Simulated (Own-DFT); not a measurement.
Simulation results for Hf₃₆O₇₁ (tetragonal hafnia with one neutral oxygen vacancy, atoms displaced)

Computed with Own-DFT development build. A calculation, not a measurement: plane-wave PBE and HSE06 DFT by an unreviewed code, no spin, of a simulated cell at Gamma alone, so results move with cell size and shape, stress positive in tension, energies less offsets, not probed for a lower state with spin; hafnium file: forces about 75 meV/angstrom off all-electron values; oxygen file: force components 24 meV/angstrom off all-electron in a glass; k mesh not checked against a denser one; forces and stress are PBE's, HSE06 gives the energy alone, and its difference from PBE has offsets of its own; offsets are fitted by least squares, one for each functional and potential file, so energies compare only between cells with the same atoms and settings and are not formation energies; the far tail of each file's local potential was reset to the Coulomb form; each entry is a single point on an unrelaxed cell, so the pressure reflects the starting lattice, taken from the Materials Project, from which strain is counted, and rises with the displacements; printed positions are rounded, which can move forces by about a meV/angstrom; the program is a retired in-house code; no spin-orbit coupling.

Common to all runs: first functional PBE; second functional HSE06; exact exchange share 0.25; screening 0.11 1/bohr; exchange divergence Gygi-Baldereschi; potential files PseudoDojo norm-conserving, scalar-relativistic, made for PBE, standard set; wave cutoff 48 hartree; occupations fixed; k mesh 1 x 1 x 1 centred on Gamma.

(1) Hf₃₆O₇₁ (tetragonal hafnia with one neutral oxygen vacancy, atoms displaced)

```cif
# cell vector a (Å): 10.7800 0.0000 0.0000
# cell vector b (Å): 0.0000 10.7800 0.0000
# cell vector c (Å): 0.0000 0.0000 10.4493
data_Hf36O71
_symmetry_space_group_name_H-M 'P 1'
_symmetry_Int_Tables_number 1
_cell_length_a 10.7800
_cell_length_b 10.7800
_cell_length_c 10.4493
_cell_angle_alpha 90.000
_cell_angle_beta 90.000
_cell_angle_gamma 90.000
_cell_volume 1214.30
loop_
_atom_site_label
_atom_site_type_symbol
_atom_site_fract_x
_atom_site_fract_y
_atom_site_fract_z
_atom_site_occupancy
Hf1 Hf 0.99729 0.00434 0.00184 1
Hf2 Hf 0.16658 0.16688 0.25351 1
O1 O 0.00417 0.16365 0.15002 1
O2 O 0.16750 0.99770 0.34513 1
O3 O 0.99627 0.15988 0.40732 1
O4 O 0.16731 0.00013 0.09891 1
Hf3 Hf 0.00492 0.99840 0.50146 1
Hf4 Hf 0.16056 0.16544 0.74969 1
O5 O 0.00177 0.16638 0.64477 1
O6 O 0.17215 0.00067 0.84787 1
O7 O 0.00453 0.17274 0.90368 1
O8 O 0.16864 0.99994 0.60381 1
Hf5 Hf 0.00276 0.33288 0.99997 1
Hf6 Hf 0.16396 0.50346 0.25287 1
O9 O 0.00255 0.49725 0.15494 1
O10 O 0.16719 0.33576 0.34984 1
O11 O 0.99887 0.50127 0.40630 1
Hf7 Hf 0.99564 0.33503 0.49975 1
Hf8 Hf 0.16676 0.50225 0.74616 1
O12 O 0.99309 0.50316 0.65216 1
O13 O 0.16736 0.33906 0.84685 1
O14 O 0.99714 0.50121 0.90624 1
O15 O 0.16581 0.33135 0.60108 1
Hf9 Hf 0.00021 0.66953 0.99745 1
Hf10 Hf 0.16108 0.83867 0.25040 1
O16 O 0.00310 0.83385 0.15554 1
O17 O 0.16953 0.66894 0.34803 1
O18 O 0.99886 0.82996 0.40135 1
O19 O 0.16550 0.66409 0.09742 1
Hf11 Hf 0.99641 0.66818 0.49767 1
Hf12 Hf 0.16663 0.83585 0.74933 1
O20 O 0.00003 0.83243 0.65362 1
O21 O 0.17126 0.66912 0.84564 1
O22 O 0.99818 0.83337 0.90035 1
O23 O 0.16443 0.66572 0.59558 1
Hf13 Hf 0.33383 0.00041 0.99635 1
Hf14 Hf 0.49905 0.16821 0.25049 1
O24 O 0.32826 0.16327 0.15444 1
O25 O 0.49986 0.99927 0.35104 1
O26 O 0.33485 0.17343 0.40072 1
O27 O 0.49725 0.00198 0.09938 1
Hf15 Hf 0.32957 0.99965 0.49986 1
Hf16 Hf 0.49832 0.16990 0.75017 1
O28 O 0.33453 0.16477 0.64595 1
O29 O 0.49795 0.00230 0.84293 1
O30 O 0.33501 0.16503 0.90241 1
O31 O 0.49546 0.99957 0.59734 1
Hf17 Hf 0.33513 0.33376 0.99958 1
Hf18 Hf 0.49813 0.49940 0.25139 1
O32 O 0.33180 0.50113 0.14733 1
O33 O 0.49945 0.33288 0.35070 1
O34 O 0.32809 0.50192 0.40530 1
O35 O 0.49618 0.33190 0.10047 1
Hf19 Hf 0.33220 0.33439 0.49490 1
Hf20 Hf 0.49418 0.50094 0.74702 1
O36 O 0.33423 0.49841 0.64961 1
O37 O 0.50417 0.33315 0.85048 1
O38 O 0.33006 0.50125 0.89966 1
O39 O 0.50176 0.33067 0.59816 1
Hf21 Hf 0.33122 0.67129 0.99942 1
Hf22 Hf 0.50123 0.83196 0.25164 1
O40 O 0.33550 0.83428 0.15632 1
O41 O 0.49978 0.66459 0.34597 1
O42 O 0.33024 0.83754 0.40193 1
O43 O 0.50602 0.67020 0.10269 1
Hf23 Hf 0.32931 0.66800 0.49919 1
Hf24 Hf 0.50019 0.83512 0.75231 1
O44 O 0.32879 0.83646 0.65216 1
O45 O 0.49792 0.66481 0.84916 1
O46 O 0.33445 0.83731 0.90450 1
O47 O 0.49631 0.66528 0.59839 1
Hf25 Hf 0.66646 0.99704 0.00003 1
Hf26 Hf 0.83562 0.16388 0.25066 1
O48 O 0.66424 0.16571 0.15339 1
O49 O 0.83727 0.99719 0.35017 1
O50 O 0.66276 0.16370 0.40578 1
O51 O 0.83908 0.99671 0.09617 1
Hf27 Hf 0.65978 0.99868 0.50492 1
Hf28 Hf 0.83290 0.16597 0.74803 1
O52 O 0.66510 0.17053 0.65206 1
O53 O 0.83358 0.00478 0.85060 1
O54 O 0.66951 0.16348 0.90165 1
O55 O 0.83461 0.99692 0.60172 1
Hf29 Hf 0.66882 0.33693 0.00043 1
Hf30 Hf 0.83118 0.50304 0.24829 1
O56 O 0.66144 0.49607 0.15456 1
O57 O 0.83585 0.33165 0.34895 1
O58 O 0.66477 0.50164 0.40093 1
O59 O 0.83397 0.33307 0.09906 1
Hf31 Hf 0.66633 0.33853 0.50739 1
Hf32 Hf 0.83225 0.50074 0.74598 1
O60 O 0.66293 0.49893 0.65245 1
O61 O 0.83685 0.33214 0.84686 1
O62 O 0.66709 0.49730 0.90349 1
O63 O 0.83346 0.32931 0.59815 1
Hf33 Hf 0.66360 0.66807 0.00256 1
Hf34 Hf 0.83366 0.83208 0.25250 1
O64 O 0.66821 0.83280 0.14887 1
O65 O 0.83114 0.67129 0.34749 1
O66 O 0.66645 0.83124 0.40579 1
O67 O 0.82867 0.66936 0.09913 1
Hf35 Hf 0.66570 0.66536 0.49944 1
Hf36 Hf 0.83324 0.83281 0.75049 1
O68 O 0.66817 0.83020 0.65632 1
O69 O 0.83531 0.66513 0.85059 1
O70 O 0.66508 0.83539 0.89947 1
O71 O 0.82849 0.66338 0.59711 1
```

Results for Hf₃₆O₇₁ (tetragonal hafnia with one neutral oxygen vacancy, atoms displaced): PBE energy of cell above offsets -101.128 eV; HSE06 less PBE above offsets -0.167 eV; PBE pressure 0.6 GPa; PBE stress xx -0.09 GPa; PBE stress yy -0.61 GPa; PBE stress zz -1.11 GPa; PBE stress yz 0.03 GPa; PBE stress xz -0.15 GPa; PBE stress xy -0.05 GPa.

Force:
| element | x (eV/Å) | y (eV/Å) | z (eV/Å) |
| --- | --- | --- | --- |
| Hf | 1.208 | -0.257 | -0.446 |
| Hf | 0.462 | 0.427 | -0.69 |
| O | -0.61 | 0.498 | 0.384 |
| O | -0.272 | 0.884 | 1.293 |
| O | 0.387 | 1.211 | -0.822 |
| O | -0.289 | -0.411 | -0.352 |
| Hf | -1.321 | -0.193 | 0.37 |
| Hf | 1.266 | 0.897 | -0.136 |
| O | -0.433 | -0.209 | 0.998 |
| O | -0.547 | -0.028 | -0.017 |
| O | 0.134 | -1.242 | -0.672 |
| O | -0.693 | 0.014 | -0.599 |
| Hf | 0.413 | 0.983 | 0.436 |
| Hf | 0.828 | -0.129 | -0.589 |
| O | -0.74 | -0.077 | 0.168 |
| O | -0.429 | -0.314 | -0.521 |
| O | -0.111 | 0.263 | -0.517 |
| Hf | 0.696 | -0.744 | 0.049 |
| Hf | -0.037 | -0.365 | 0.4 |
| O | 1.123 | -0.268 | -0.101 |
| O | -0.145 | -0.767 | 0.173 |
| O | 0.29 | 0.146 | -0.205 |
| O | -0.299 | 0.465 | -0.564 |
| Hf | -0.315 | -0.451 | 0.211 |
| Hf | 1.773 | -1.046 | -0.476 |
| O | -1.232 | -0.238 | -0.63 |
| O | -0.33 | 0.177 | -0.014 |
| O | 0.271 | 0.603 | 0.078 |
| O | -0.021 | 0.327 | -0.307 |
| Hf | 0.258 | -0.248 | 0.735 |
| Hf | -0.166 | -0.011 | 0.252 |
| O | -0.035 | -0.182 | -0.316 |
| O | -0.202 | 0.008 | 0.156 |
| O | 0.122 | 0.487 | 0.379 |
| O | -0.139 | -0.179 | 0.106 |
| Hf | -0.343 | 0.646 | 1.173 |
| Hf | 0.043 | -0.429 | 0.121 |
| O | 0.326 | 0.637 | -0.068 |
| O | 0.01 | -0.008 | -0.293 |
| O | -0.434 | -1.468 | -0.195 |
| O | 0.613 | -0.158 | -0.488 |
| Hf | 0.862 | 0.685 | -0.001 |
| Hf | -0.247 | 0.143 | -0.209 |
| O | -0.549 | 0.239 | 0.883 |
| O | 0.221 | -0.405 | 0.478 |
| O | 0.022 | 0.875 | -0.148 |
| O | 0.459 | -0.433 | 0.244 |
| Hf | -0.895 | 0.189 | 0.066 |
| Hf | -0.479 | -0.364 | -0.255 |
| O | -0.024 | -0.245 | 0.668 |
| O | -0.038 | 0.688 | -0.145 |
| O | 0.327 | 0.013 | -0.587 |
| O | 0.553 | -0.102 | -0.12 |
| Hf | 0.024 | -0.2 | 1.131 |
| Hf | 0.397 | -0.234 | 0.794 |
| O | -0.642 | 0.089 | -0.004 |
| O | -0.38 | 0.313 | -0.309 |
| O | 0.366 | 0.032 | 0.099 |
| O | -0.761 | 0.37 | 0.164 |
| Hf | 0.237 | -0.818 | 0.481 |
| Hf | -0.328 | 0.439 | -0.209 |
| O | -0.491 | -0.434 | -0.294 |
| O | -0.209 | 0.324 | 0.458 |
| O | 0.321 | -0.834 | 0.414 |
| O | -1.273 | -0.153 | -0.494 |
| Hf | 0.167 | 0.486 | -0.194 |
| Hf | -0.266 | -0.298 | -0.395 |
| O | 0.787 | -0.343 | 0.103 |
| O | 0.079 | 0.485 | -0.017 |
| O | 0.183 | -0.829 | -0.429 |
| O | 0.288 | 0.204 | -0.164 |
| Hf | -0.137 | 0.978 | 0.327 |
| Hf | -0.668 | 0.153 | 0.284 |
| O | 0.896 | -0.171 | 0.21 |
| O | -0.247 | 0.126 | -0.503 |
| O | 0.336 | 0.5 | 0.112 |
| O | -1.275 | 0.257 | 0.532 |
| Hf | 0.724 | 0.531 | -0.595 |
| Hf | -0.501 | 0.164 | 0.065 |
| O | 0.31 | -0.463 | 0.238 |
| O | 0.381 | -0.833 | -0.191 |
| O | -0.121 | 0.449 | 0.388 |
| O | -0.2 | 0.108 | -0.326 |
| Hf | -0.438 | -1.063 | -0.079 |
| Hf | 0.066 | -0.791 | -0.009 |
| O | 0.879 | 0.049 | -0.23 |
| O | 0.091 | 0.383 | -0.251 |
| O | 0.439 | -0.229 | 0.147 |
| O | 0.149 | 0.063 | -0.052 |
| Hf | -0.355 | -1.236 | -1.106 |
| Hf | -0.405 | -0.089 | 1.444 |
| O | 0.338 | -0.123 | -0.255 |
| O | -0.289 | 0.187 | -0.303 |
| O | 0.14 | 0.915 | 0.147 |
| O | -0.059 | 0.416 | 0.199 |
| Hf | 0.316 | -0.221 | -0.736 |
| Hf | -0.116 | 0.85 | -0.549 |
| O | -0.047 | 0.5 | 0.486 |
| O | 0.157 | -1.242 | 0.242 |
| O | -0.14 | 0.32 | -0.229 |
| O | 0.939 | -0.513 | 0.121 |
| Hf | -0.766 | 0.24 | 0.257 |
| Hf | 0.261 | 0.436 | 0.389 |
| O | -0.703 | 0.186 | -0.257 |
| O | -0.206 | 0.275 | -0.604 |
| O | -0.074 | -0.445 | 0.193 |
| O | 0.542 | 0.196 | 0.025 |

(2) Hf₃₆O₇₁ (tetragonal hafnia with one neutral oxygen vacancy, atoms displaced)

```cif
# cell vector a (Å): 10.7800 0.0000 0.0000
# cell vector b (Å): 0.0000 10.7800 0.0000
# cell vector c (Å): 0.0000 0.0000 10.4493
data_Hf36O71
_symmetry_space_group_name_H-M 'P 1'
_symmetry_Int_Tables_number 1
_cell_length_a 10.7800
_cell_length_b 10.7800
_cell_length_c 10.4493
_cell_angle_alpha 90.000
_cell_angle_beta 90.000
_cell_angle_gamma 90.000
_cell_volume 1214.30
loop_
_atom_site_label
_atom_site_type_symbol
_atom_site_fract_x
_atom_site_fract_y
_atom_site_fract_z
_atom_site_occupancy
Hf1 Hf 0.00368 0.99610 0.99712 1
Hf2 Hf 0.17084 0.16664 0.25022 1
O1 O 0.99548 0.16593 0.15240 1
O2 O 0.16083 0.00468 0.34526 1
O3 O 0.00142 0.16878 0.40816 1
O4 O 0.16529 0.00311 0.09859 1
Hf3 Hf 0.00124 0.00307 0.49977 1
Hf4 Hf 0.16792 0.17036 0.75228 1
O5 O 0.00378 0.16992 0.65420 1
O6 O 0.16713 0.99923 0.84699 1
O7 O 0.00068 0.16542 0.90006 1
O8 O 0.16850 0.00262 0.60148 1
Hf5 Hf 0.99739 0.33873 0.99319 1
Hf6 Hf 0.16736 0.49801 0.25379 1
O9 O 0.99625 0.49874 0.15123 1
O10 O 0.17251 0.33010 0.34677 1
O11 O 0.00313 0.49973 0.40195 1
O12 O 0.16434 0.33521 0.10170 1
Hf7 Hf 0.00183 0.33253 0.50053 1
Hf8 Hf 0.16613 0.49846 0.74967 1
O13 O 0.99283 0.50244 0.64944 1
O14 O 0.16592 0.33074 0.84334 1
O15 O 0.99655 0.50105 0.90037 1
O16 O 0.16463 0.33577 0.59952 1
Hf9 Hf 0.99969 0.66675 0.99783 1
Hf10 Hf 0.16886 0.83342 0.24650 1
O17 O 0.00175 0.83677 0.15779 1
O18 O 0.16737 0.66372 0.34739 1
O19 O 0.99759 0.83890 0.40313 1
O20 O 0.16360 0.66861 0.10180 1
Hf11 Hf 0.00281 0.66560 0.50475 1
Hf12 Hf 0.16707 0.83224 0.75141 1
O21 O 0.00071 0.83609 0.65688 1
O22 O 0.16705 0.66901 0.84895 1
O23 O 0.00301 0.83456 0.89729 1
O24 O 0.16736 0.66685 0.59601 1
Hf13 Hf 0.33561 0.00133 0.99914 1
Hf14 Hf 0.50048 0.16447 0.24929 1
O25 O 0.33398 0.16569 0.15401 1
O26 O 0.49257 0.99918 0.35113 1
O27 O 0.33144 0.16410 0.39847 1
O28 O 0.50208 0.99341 0.09899 1
Hf15 Hf 0.33195 0.00055 0.49800 1
Hf16 Hf 0.50115 0.16579 0.74897 1
O29 O 0.33860 0.16673 0.64877 1
O30 O 0.50285 0.00002 0.85130 1
O31 O 0.33671 0.16903 0.90440 1
O32 O 0.50212 0.99596 0.59528 1
Hf17 Hf 0.32875 0.32984 0.00161 1
Hf18 Hf 0.49860 0.50411 0.24902 1
O33 O 0.33582 0.50173 0.14875 1
O34 O 0.49911 0.33325 0.35187 1
O35 O 0.32940 0.50004 0.39705 1
O36 O 0.49798 0.33208 0.09838 1
Hf19 Hf 0.33621 0.33737 0.49970 1
Hf20 Hf 0.50218 0.49841 0.75115 1
O37 O 0.33051 0.49857 0.65412 1
O38 O 0.49923 0.33388 0.84750 1
O39 O 0.33406 0.49868 0.90340 1
O40 O 0.49728 0.33452 0.59650 1
Hf21 Hf 0.33022 0.66733 0.00198 1
Hf22 Hf 0.50109 0.83303 0.24837 1
O41 O 0.33416 0.83470 0.15310 1
O42 O 0.49693 0.66635 0.35007 1
O43 O 0.33132 0.83049 0.40375 1
O44 O 0.49414 0.66477 0.10227 1
Hf23 Hf 0.33258 0.66693 0.50132 1
Hf24 Hf 0.49679 0.82667 0.75226 1
O45 O 0.33532 0.83182 0.64804 1
O46 O 0.50028 0.66731 0.85075 1
O47 O 0.33366 0.83094 0.90167 1
O48 O 0.49981 0.66724 0.59326 1
Hf25 Hf 0.66761 0.99939 0.00121 1
Hf26 Hf 0.82995 0.16281 0.24873 1
O49 O 0.67022 0.16792 0.15913 1
O50 O 0.83091 0.00242 0.34720 1
O51 O 0.66824 0.16919 0.40476 1
O52 O 0.83362 0.00351 0.09619 1
Hf27 Hf 0.66664 0.99844 0.50328 1
Hf28 Hf 0.83502 0.16412 0.74983 1
O53 O 0.82750 0.00073 0.84829 1
O54 O 0.66746 0.16252 0.90511 1
O55 O 0.83017 0.99741 0.59683 1
Hf29 Hf 0.66574 0.33527 0.99548 1
Hf30 Hf 0.83530 0.50699 0.24590 1
O56 O 0.66339 0.50292 0.15447 1
O57 O 0.82957 0.33452 0.34515 1
O58 O 0.66199 0.50483 0.40504 1
O59 O 0.83035 0.33375 0.10176 1
Hf31 Hf 0.67105 0.33159 0.50490 1
Hf32 Hf 0.83468 0.49868 0.74561 1
O60 O 0.66619 0.49481 0.64715 1
O61 O 0.83074 0.33204 0.85028 1
O62 O 0.67114 0.49917 0.90500 1
O63 O 0.83141 0.32893 0.59859 1
Hf33 Hf 0.66196 0.66353 0.99861 1
Hf34 Hf 0.83198 0.83620 0.24897 1
O64 O 0.66849 0.83763 0.15050 1
O65 O 0.83083 0.66845 0.34405 1
O66 O 0.66769 0.83219 0.40404 1
O67 O 0.83383 0.66429 0.09831 1
Hf35 Hf 0.66470 0.66593 0.50033 1
Hf36 Hf 0.83269 0.82685 0.75529 1
O68 O 0.66677 0.83479 0.65567 1
O69 O 0.83541 0.66834 0.84954 1
O70 O 0.66321 0.83391 0.90448 1
O71 O 0.83530 0.66959 0.60021 1
```

It finds PBE energy of cell above offsets -100.813 eV; HSE06 less PBE above offsets -0.133 eV; PBE pressure 0.73 GPa; PBE stress xx -0.38 GPa; PBE stress yy -0.56 GPa; PBE stress zz -1.25 GPa; PBE stress yz 0.32 GPa; PBE stress xz -0.1 GPa; PBE stress xy 0.06 GPa.

Force:
| element | x (eV/Å) | y (eV/Å) | z (eV/Å) |
| --- | --- | --- | --- |
| Hf | -0.626 | 1.443 | 0.807 |
| Hf | -1.392 | 0.063 | -0.304 |
| O | 0.972 | 0.067 | 0.2 |
| O | 0.404 | -1.133 | 0.353 |
| O | -0.107 | 0.111 | -0.255 |
| O | 0.808 | -0.365 | -0.493 |
| Hf | 0.017 | -0.383 | 0.239 |
| Hf | 0.09 | -1.724 | -1.156 |
| O | -0.567 | -0.102 | 0.119 |
| O | 0.323 | 0.228 | 0.327 |
| O | 0.144 | 0.255 | 0.184 |
| O | -0.188 | -0.188 | -0.509 |
| Hf | -0.809 | -1.804 | 2.165 |
| Hf | 0.035 | -0.184 | -0.476 |
| O | 1.152 | 0.201 | -0.445 |
| O | -0.386 | 0.597 | 0.425 |
| O | 0.036 | 0.098 | 0.175 |
| O | 0.005 | 0.017 | -0.974 |
| Hf | -0.587 | -0.231 | -0.631 |
| Hf | 0.21 | 0.275 | -0.217 |
| O | 1.414 | -0.118 | 0.214 |
| O | -0.07 | 1.373 | 1.029 |
| O | 0.386 | 0.32 | -0.574 |
| O | 0.463 | 0.302 | 0.013 |
| Hf | -0.214 | 0.235 | 0.731 |
| Hf | -0.398 | 0.036 | 1.242 |
| O | -0.456 | -0.149 | -1.057 |
| O | -0.221 | 0.831 | 0.048 |
| O | 0.206 | -1.087 | 0.512 |
| O | 0.178 | 0.035 | -0.65 |
| Hf | -0.636 | 0.861 | -1.325 |
| Hf | 0.076 | 0.88 | -0.702 |
| O | 0.061 | -0.324 | -0.215 |
| O | -0.143 | -1.048 | -0.013 |
| O | -0.213 | -0.625 | 0.801 |
| O | -0.267 | -0.249 | 0.777 |
| Hf | -0.015 | -0.269 | 0.149 |
| Hf | 0.211 | 0.89 | 0.992 |
| O | 0.244 | -0.158 | -0.834 |
| O | 0.464 | -0.214 | -0.769 |
| O | 0 | 0.558 | 0.501 |
| O | -0.571 | 0.567 | 0.114 |
| Hf | 0.4 | 0.06 | 0.166 |
| Hf | 0.6 | -0.321 | -0.146 |
| O | -0.697 | 0.058 | 0.585 |
| O | -0.701 | -0.149 | -0.627 |
| O | -0.399 | -0.599 | -0.313 |
| O | -0.427 | 0.667 | 0.577 |
| Hf | 0.776 | 1.021 | 0.815 |
| Hf | 0.192 | -1.017 | 0.694 |
| O | -1.015 | -0.037 | 0.303 |
| O | -0.345 | -0.054 | -0.707 |
| O | 0.087 | 0.166 | 0.734 |
| O | 0.18 | -0.206 | -0.479 |
| Hf | -0.179 | -0.971 | -0.832 |
| Hf | -0.534 | -0.463 | -0.419 |
| O | 0.572 | 0.185 | -0.015 |
| O | 0.417 | 0.032 | -0.269 |
| O | -0.404 | 0.168 | -0.234 |
| O | 0.777 | -0.046 | 0.657 |
| Hf | -0.164 | -0.721 | 0.271 |
| Hf | 0.144 | 0.21 | 0.705 |
| O | -0.154 | 0.011 | -0.394 |
| O | -0.006 | 0.528 | -0.303 |
| O | -0.359 | 0.444 | -0.288 |
| O | 0.932 | 0.504 | -0.595 |
| Hf | 0.212 | 0.176 | -0.972 |
| Hf | 0.746 | 1.793 | -0.606 |
| O | -0.448 | -0.229 | 0.712 |
| O | 0.234 | -1.139 | -0.003 |
| O | 0.057 | 0.481 | 0.092 |
| O | -0.14 | -0.267 | 1.193 |
| Hf | 0.298 | -0.211 | -0.221 |
| Hf | 1.317 | 1.413 | 0.361 |
| O | -1.727 | -0.375 | -0.983 |
| O | 0.023 | -0.669 | 0.164 |
| O | -0.384 | -0.901 | 0.875 |
| O | 0.306 | -0.571 | -0.119 |
| Hf | 0.06 | 0.146 | -0.523 |
| Hf | -0.468 | -0.282 | 0.031 |
| O | 0.481 | -0.598 | -0.269 |
| O | -0.232 | 1.244 | -0.415 |
| O | 0.686 | 0.944 | 0.305 |
| Hf | 0.27 | -1.184 | 1.49 |
| Hf | -0.879 | -1.487 | 0.662 |
| O | 0.236 | 0.243 | -0.554 |
| O | 0.233 | 0.435 | 0.425 |
| O | 0.177 | -0.583 | -0.031 |
| O | 0.161 | 0.393 | -1.525 |
| Hf | -1.019 | 0.495 | -1.678 |
| Hf | -1.019 | 0.021 | 0.526 |
| O | 0.245 | 0.527 | 1.186 |
| O | 0.325 | 0.27 | -0.529 |
| O | -0.417 | 0.619 | -0.944 |
| O | 0.991 | -0.135 | 0.618 |
| Hf | 0.316 | 0.728 | 1.019 |
| Hf | 0.392 | 0.139 | 0.681 |
| O | -0.378 | -0.559 | 0.275 |
| O | 0.336 | 0.199 | 0.45 |
| O | -0.245 | 0.111 | -0.35 |
| O | -0.178 | 0.31 | -0.715 |
| Hf | 0.626 | 0.239 | -0.441 |
| Hf | -0.282 | 1.733 | -1.177 |
| O | -0.286 | -0.511 | 0.296 |
| O | -0.158 | -1.181 | 0.269 |
| O | 0.24 | -0.926 | 0.042 |
| O | -0.439 | -0.209 | -0.021 |
